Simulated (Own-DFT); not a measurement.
## Calculated data, Si₂SnGe₅ (diamond-structure random alloy, strained, atoms displaced)

A calculation, not a measurement: plane-wave density functional theory by an unreviewed code, no spin, of a simulated periodic cell, stress positive in tension, run twice, with PBE and with PBEsol, both on files made for PBE, so the change isn't that of files made for PBEsol, forces on such cells moved up to 12 meV/angstrom on a denser k mesh; the far tail of each file's local potential was reset to the Coulomb form; each entry is a single point on an unrelaxed cell, so the pressure reflects the starting lattice, mostly measured values (interpolated for alloys), from which strain is counted, and rises with the displacements; printed positions are rounded, which can move forces by about a meV/angstrom; the program, named Own-DFT, is a retired in-house code; no spin-orbit coupling; stress was not checked against mesh or cutoff. Program: Own-DFT development build.

Common to all runs: functional PBE, then PBEsol; potential files PseudoDojo norm-conserving, scalar-relativistic, standard set; wave cutoff 49 hartree; occupations Fermi-Dirac; smearing width 0.1 eV; k mesh 3 x 3 x 3 centred on Gamma.

(1) Si₂SnGe₅ (diamond-structure random alloy, strained, atoms displaced)

```
cell vectors (Å)
  11.6955     0.0000     0.0000
   0.0000    11.6955     0.0000
   0.0000     0.0000    11.4103
atoms (fractions of the cell vectors)
Sn  0.00119  0.99996  0.00361
Ge  0.99901  0.25482  0.24197
Ge  0.24987  0.00175  0.25835
Ge  0.24984  0.25641  0.99514
Ge  0.12504  0.12219  0.12305
Sn  0.12707  0.37632  0.36958
Ge  0.37683  0.12561  0.37255
Si  0.37214  0.37821  0.12745
Ge  0.00742  0.99842  0.49766
Ge  0.00123  0.25108  0.75278
Sn  0.25187  0.99966  0.74285
Ge  0.25238  0.24506  0.50375
Ge  0.11913  0.13507  0.62449
Ge  0.11800  0.37517  0.87315
Ge  0.38008  0.12138  0.87658
Ge  0.38090  0.37797  0.62274
Si  0.00427  0.50804  0.99523
Ge  0.00216  0.74722  0.24757
Si  0.24569  0.50278  0.25308
Ge  0.25014  0.75588  0.00370
Ge  0.12244  0.62675  0.13049
Ge  0.12213  0.87277  0.37403
Ge  0.36901  0.62633  0.37435
Sn  0.37404  0.87874  0.12409
Ge  0.99732  0.49860  0.49591
Si  0.99769  0.74882  0.75095
Si  0.24685  0.50124  0.75610
Ge  0.25152  0.75496  0.50097
Ge  0.12201  0.62768  0.61973
Si  0.12899  0.86855  0.86747
Sn  0.37476  0.62686  0.87360
Ge  0.37438  0.87579  0.62812
Sn  0.49889  0.98796  0.99609
Ge  0.50281  0.24869  0.25033
Ge  0.75416  0.99502  0.25273
Si  0.74762  0.25329  0.99741
Ge  0.63087  0.11712  0.12377
Ge  0.62590  0.37075  0.37568
Ge  0.86832  0.12304  0.37445
Ge  0.86792  0.37746  0.12452
Si  0.49843  0.00342  0.49679
Ge  0.50410  0.24791  0.75646
Si  0.75593  0.99553  0.74832
Si  0.75063  0.25622  0.50432
Ge  0.63016  0.12866  0.61856
Ge  0.62563  0.37180  0.86797
Si  0.87234  0.12496  0.87811
Ge  0.88025  0.36753  0.61983
Ge  0.50025  0.49593  0.99215
Si  0.49346  0.75569  0.24503
Ge  0.74819  0.50089  0.24539
Sn  0.74679  0.74742  0.00025
Sn  0.63021  0.62393  0.12178
Ge  0.62176  0.87262  0.37247
Ge  0.87452  0.62792  0.37329
Si  0.87486  0.86929  0.12286
Si  0.50140  0.49841  0.49924
Ge  0.49728  0.74792  0.75044
Si  0.75365  0.50053  0.74781
Ge  0.74643  0.75628  0.49169
Si  0.62282  0.61969  0.62534
Ge  0.62873  0.88647  0.87835
Ge  0.87517  0.62652  0.88220
Ge  0.87951  0.87276  0.62388
```

```
PBE pressure                                      : 1.23 GPa
PBE stress xx                                     : -0.85 GPa
PBE stress yy                                     : -0.7 GPa
PBE stress zz                                     : -2.13 GPa
PBE stress yz                                     : 0.2 GPa
PBE stress xz                                     : 0.37 GPa
PBE stress xy                                     : -0.31 GPa
PBEsol pressure                                   : -1.17 GPa
PBEsol stress xx                                  : 1.55 GPa
PBEsol stress yy                                  : 1.69 GPa
PBEsol stress zz                                  : 0.26 GPa
PBEsol stress yz                                  : 0.2 GPa
PBEsol stress xz                                  : 0.36 GPa
PBEsol stress xy                                  : -0.31 GPa
rms change of force components from PBE to PBEsol : 0.048 eV/Å
```

Force:
```csv
force element,PBE force x (eV/Å),PBE force y (eV/Å),PBE force z (eV/Å),PBEsol force x (eV/Å),PBEsol force y (eV/Å),PBEsol force z (eV/Å)
Sn,-0.33,-1.107,-1.244,-0.273,-1.034,-1.167
Ge,-0.95,-1.29,-0.314,-0.916,-1.246,-0.306
Ge,-0.849,0.609,-0.022,-0.819,0.596,-0.028
Ge,0.255,-0.457,0.672,0.214,-0.474,0.628
Ge,1.351,1.533,1.121,1.296,1.485,1.087
Sn,0.017,-0.706,0.729,-0.042,-0.724,0.745
Ge,0.127,-0.089,0.642,0.087,-0.068,0.596
Si,0.096,0.191,-0.088,0.124,0.157,-0.121
Ge,-0.968,0.598,0.198,-0.94,0.574,0.19
Ge,-1.057,-0.484,0.223,-0.984,-0.437,0.174
Sn,-1.162,0.938,0.856,-1.08,0.934,0.802
Ge,0.666,0.324,0.039,0.639,0.31,0.037
Ge,0.042,-0.505,-0.483,0.055,-0.491,-0.474
Ge,0.68,0.89,0.205,0.663,0.795,0.189
Ge,-0.642,1.758,-0.242,-0.615,1.702,-0.249
Ge,-0.53,-0.072,0.75,-0.518,-0.129,0.733
Si,-0.521,-0.704,0.798,-0.513,-0.681,0.785
Ge,-0.874,0.605,0.156,-0.814,0.548,0.175
Si,1.553,0.82,-1.522,1.487,0.845,-1.46
Ge,-1.997,-0.864,-0.676,-1.901,-0.857,-0.629
Ge,0.73,-0.532,-0.881,0.698,-0.451,-0.841
Ge,0.516,-0.058,-0.042,0.509,-0.048,-0.03
Ge,0.805,-0.057,-0.111,0.747,-0.019,-0.077
Sn,-2.155,-1.077,2.427,-2.137,-1.017,2.309
Ge,-0.483,0.865,0.665,-0.464,0.838,0.641
Si,0.405,-0.15,0.023,0.36,-0.18,-0.014
Si,-0.785,-0.805,-1.689,-0.769,-0.791,-1.653
Ge,-0.235,-0.294,-0.078,-0.234,-0.289,-0.079
Ge,0.039,-0.291,0.903,0.039,-0.279,0.825
Si,-0.801,-0.739,0.464,-0.739,-0.695,0.488
Sn,-0.872,-0.328,0.591,-0.794,-0.273,0.611
Ge,1.866,-0.852,-1.791,1.768,-0.851,-1.709
Sn,1.248,3.408,-0.309,1.222,3.316,-0.309
Ge,-0.255,0.065,-0.68,-0.224,0.034,-0.621
Ge,-0.112,-0.42,-0.499,-0.14,-0.374,-0.457
Si,0.206,-0.531,-0.039,0.166,-0.483,-0.004
Ge,0.375,1.083,0.196,0.34,1.014,0.22
Ge,0.078,0.614,0.333,0.069,0.593,0.267
Ge,0.74,0.698,0.416,0.734,0.637,0.372
Ge,0.754,0.063,-1.059,0.732,0.072,-0.964
Si,0.322,-0.356,0.204,0.312,-0.345,0.197
Ge,-0.356,-0.248,-1.167,-0.336,-0.23,-1.124
Si,-0.036,0.981,-0.087,-0.064,0.926,-0.113
Si,0.002,-0.728,-0.766,0.002,-0.712,-0.748
Ge,-0.173,-0.667,0.577,-0.198,-0.622,0.591
Ge,0.817,0.52,0.472,0.718,0.497,0.454
Si,-0.84,0.658,-0.808,-0.762,0.642,-0.79
Ge,-0.529,0.974,0.634,-0.449,0.953,0.621
Ge,0.03,-1.393,0.911,0.059,-1.321,0.852
Si,0.869,-1.411,1.726,0.856,-1.378,1.697
Ge,0.968,-1.026,1.818,0.949,-0.996,1.746
Sn,1.72,2.739,-1.674,1.645,2.621,-1.659
Sn,-3.721,-1.41,1.898,-3.576,-1.406,1.81
Ge,-0.877,0.672,-0.245,-0.776,0.653,-0.238
Ge,-0.216,-0.291,-0.033,-0.204,-0.283,-0.039
Si,0.278,0.341,1.582,0.269,0.336,1.555
Si,0.133,0.422,-0.157,0.094,0.372,-0.187
Ge,1.888,1.157,-1.183,1.779,1.145,-1.118
Si,-0.089,-0.128,-0.209,-0.056,-0.159,-0.168
Ge,0.11,-1.018,1.135,0.134,-0.957,1.059
Si,0.317,0.249,-0.247,0.304,0.305,-0.235
Ge,1.368,-1.707,-3.186,1.287,-1.688,-3.042
Ge,1.168,-1.055,-2.016,1.096,-0.99,-1.927
Ge,-0.128,0.077,0.186,-0.123,0.078,0.124
```

(2) Si₂SnGe₅ (diamond-structure random alloy, strained, atoms displaced)

```
cell vectors (Å)
  11.6955     0.0000     0.0000
   0.0000    11.6955     0.0000
   0.0000     0.0000    11.4103
atoms (fractions of the cell vectors)
Ge  0.00440  0.99074  0.99954
Ge  0.00540  0.25503  0.24530
Ge  0.25175  0.99747  0.24671
Sn  0.24863  0.24108  0.99089
Si  0.12087  0.11740  0.12602
Ge  0.12235  0.37143  0.37288
Ge  0.37466  0.12281  0.37632
Ge  0.37750  0.37879  0.12008
Si  0.00705  0.99608  0.50087
Ge  0.00777  0.25430  0.75475
Ge  0.25417  0.99470  0.74854
Ge  0.25257  0.25284  0.49479
Si  0.12021  0.12967  0.61709
Si  0.12696  0.37862  0.87249
Sn  0.37189  0.12735  0.87148
Si  0.37613  0.36814  0.63295
Ge  0.00056  0.50420  0.00604
Sn  0.00445  0.75200  0.24888
Si  0.25059  0.49748  0.25875
Ge  0.25008  0.75227  0.99959
Ge  0.12523  0.62247  0.12217
Si  0.12895  0.88059  0.37874
Ge  0.36987  0.62743  0.37492
Ge  0.37705  0.87863  0.12061
Ge  0.01074  0.49671  0.49833
Ge  0.99690  0.74384  0.75111
Ge  0.24718  0.49939  0.74852
Sn  0.24209  0.75106  0.50114
Ge  0.11929  0.62312  0.62636
Si  0.12669  0.86756  0.88151
Si  0.37284  0.61969  0.87820
Sn  0.37448  0.87010  0.62330
Ge  0.49770  0.99169  0.00734
Si  0.49760  0.24852  0.24795
Ge  0.75228  0.00154  0.25424
Ge  0.74707  0.24397  0.00026
Ge  0.62664  0.12246  0.12398
Si  0.62545  0.37685  0.37227
Sn  0.87007  0.12797  0.38734
Si  0.87676  0.37914  0.12859
Si  0.50023  0.00051  0.50156
Ge  0.50399  0.24862  0.74985
Sn  0.75839  0.00025  0.74587
Ge  0.74919  0.24953  0.50065
Ge  0.62060  0.12250  0.63155
Si  0.62977  0.37895  0.87703
Ge  0.87601  0.12127  0.86872
Ge  0.87233  0.37977  0.63017
Ge  0.50070  0.49768  0.00323
Ge  0.49723  0.75301  0.25307
Si  0.74530  0.49863  0.24855
Ge  0.74728  0.74389  0.00495
Ge  0.62471  0.61895  0.12262
Ge  0.62704  0.88472  0.37413
Ge  0.87744  0.62515  0.37404
Ge  0.88184  0.87912  0.12834
Ge  0.49962  0.49902  0.50511
Ge  0.50177  0.74825  0.75314
Ge  0.74955  0.49821  0.75336
Sn  0.75157  0.74537  0.50301
Ge  0.63013  0.62787  0.62535
Ge  0.61941  0.86994  0.87786
Si  0.87286  0.62407  0.86653
Ge  0.87895  0.87714  0.61910
```

```
PBE pressure                                      : 1.11 GPa
PBE stress xx                                     : -0.67 GPa
PBE stress yy                                     : -0.64 GPa
PBE stress zz                                     : -2.03 GPa
PBE stress yz                                     : -0.75 GPa
PBE stress xz                                     : 0.65 GPa
PBE stress xy                                     : -0.01 GPa
PBEsol pressure                                   : -1.28 GPa
PBEsol stress xx                                  : 1.72 GPa
PBEsol stress yy                                  : 1.76 GPa
PBEsol stress zz                                  : 0.37 GPa
PBEsol stress yz                                  : -0.71 GPa
PBEsol stress xz                                  : 0.61 GPa
PBEsol stress xy                                  : 0 GPa
rms change of force components from PBE to PBEsol : 0.048 eV/Å
```

Force:
```csv
force element,PBE force x (eV/Å),PBE force y (eV/Å),PBE force z (eV/Å),PBEsol force x (eV/Å),PBEsol force y (eV/Å),PBEsol force z (eV/Å)
Ge,-0.104,0.805,-0.29,-0.161,0.771,-0.262
Ge,-0.561,-0.568,-0.468,-0.532,-0.534,-0.388
Ge,-0.461,0.331,0.375,-0.386,0.316,0.362
Sn,-2.898,2.905,3.268,-2.747,2.821,3.164
Si,-0.103,-0.035,0.282,-0.099,-0.042,0.279
Ge,1.034,0.394,-0.146,0.972,0.357,-0.11
Ge,0.558,0.098,-0.343,0.481,0.1,-0.339
Ge,-0.397,-0.417,1.514,-0.366,-0.396,1.415
Si,0.457,0.132,0.346,0.367,0.122,0.349
Ge,-0.5,-0.206,-0.624,-0.542,-0.208,-0.609
Ge,-2.694,0.413,0.034,-2.548,0.401,0.037
Ge,-0.125,-0.282,0.844,-0.13,-0.281,0.764
Si,0.61,-0.522,0.523,0.628,-0.461,0.542
Si,-0.759,0.691,0.183,-0.744,0.681,0.171
Sn,3.164,-2.947,-1.643,3.073,-2.872,-1.607
Si,-0.135,0.59,-0.69,-0.134,0.577,-0.677
Ge,-0.653,-0.632,-1.36,-0.591,-0.577,-1.289
Sn,0.442,0.101,0.696,0.39,0.064,0.638
Si,0.052,0.101,-1.044,0.047,0.101,-1.019
Ge,0.395,-0.73,-0.097,0.386,-0.708,-0.039
Ge,1.597,-0.531,0.264,1.505,-0.485,0.231
Si,-0.593,1.305,-0.692,-0.539,1.241,-0.724
Ge,0.821,-1.101,-0.455,0.819,-1.029,-0.412
Ge,-0.731,-1.175,0.947,-0.704,-1.125,0.914
Ge,-1.503,0.053,0.188,-1.451,0.057,0.187
Ge,0.106,0.764,0.305,0.113,0.734,0.233
Ge,0.543,-0.202,0.255,0.492,-0.172,0.222
Sn,-0.979,-1.313,-1.066,-0.904,-1.324,-0.993
Ge,-0.169,-0.642,0.67,-0.166,-0.625,0.639
Si,-0.066,0.271,-1.08,-0.061,0.267,-1.05
Si,0.222,0.393,-0.241,0.218,0.389,-0.233
Sn,1.927,1.093,0.752,1.833,1.032,0.776
Ge,1.113,0.946,-0.855,1.074,0.901,-0.826
Si,0.449,0.369,0.193,0.408,0.327,0.16
Ge,-0.352,-0.308,-1.26,-0.351,-0.303,-1.214
Ge,0.794,0.918,-0.208,0.764,0.828,-0.198
Ge,-0.626,-0.042,0.675,-0.578,-0.068,0.627
Si,-0.307,-0.386,-0.093,-0.307,-0.381,-0.027
Sn,2.156,-0.763,-1.284,2.039,-0.713,-1.27
Si,-0.589,-0.18,-0.208,-0.535,-0.202,-0.229
Si,0.538,0.753,-0.58,0.531,0.737,-0.569
Ge,0.702,1.406,-0.046,0.682,1.29,-0.044
Sn,-1.508,-1.019,0.328,-1.459,-0.976,0.312
Ge,-2.056,2.055,1.691,-1.956,1.956,1.662
Ge,-0.368,0.646,-1.698,-0.327,0.658,-1.615
Si,-0.486,-0.621,0.093,-0.476,-0.608,0.091
Ge,1.702,1.516,1.841,1.64,1.468,1.777
Ge,0.651,-0.626,-0.526,0.626,-0.608,-0.506
Ge,0.086,0.219,-1.064,0.081,0.208,-0.968
Ge,0.347,-0.134,-0.32,0.327,-0.125,-0.312
Si,0.635,-0.297,0.306,0.623,-0.221,0.292
Ge,0.788,0.447,-0.68,0.721,0.448,-0.643
Ge,-0.112,0.381,0.878,-0.133,0.398,0.809
Ge,-0.935,-0.287,0.066,-0.873,-0.297,0.032
Ge,-0.063,-1.97,-0.364,-0.034,-1.872,-0.33
Ge,-1.785,0.23,-0.869,-1.718,0.223,-0.839
Ge,-0.098,-0.296,-0.255,-0.088,-0.233,-0.243
Ge,0.088,-1.326,0.692,0.121,-1.25,0.647
Ge,-0.119,0.42,0.059,-0.103,0.408,-0.009
Sn,0.194,1.106,-1.128,0.201,1.075,-1.084
Ge,-1.691,-1.572,1.548,-1.64,-1.516,1.501
Ge,0.463,-0.153,0.568,0.431,-0.161,0.554
Si,-0.072,-0.104,1.328,-0.072,-0.1,1.293
Ge,1.965,-0.465,-0.033,1.86,-0.483,-0.004
```
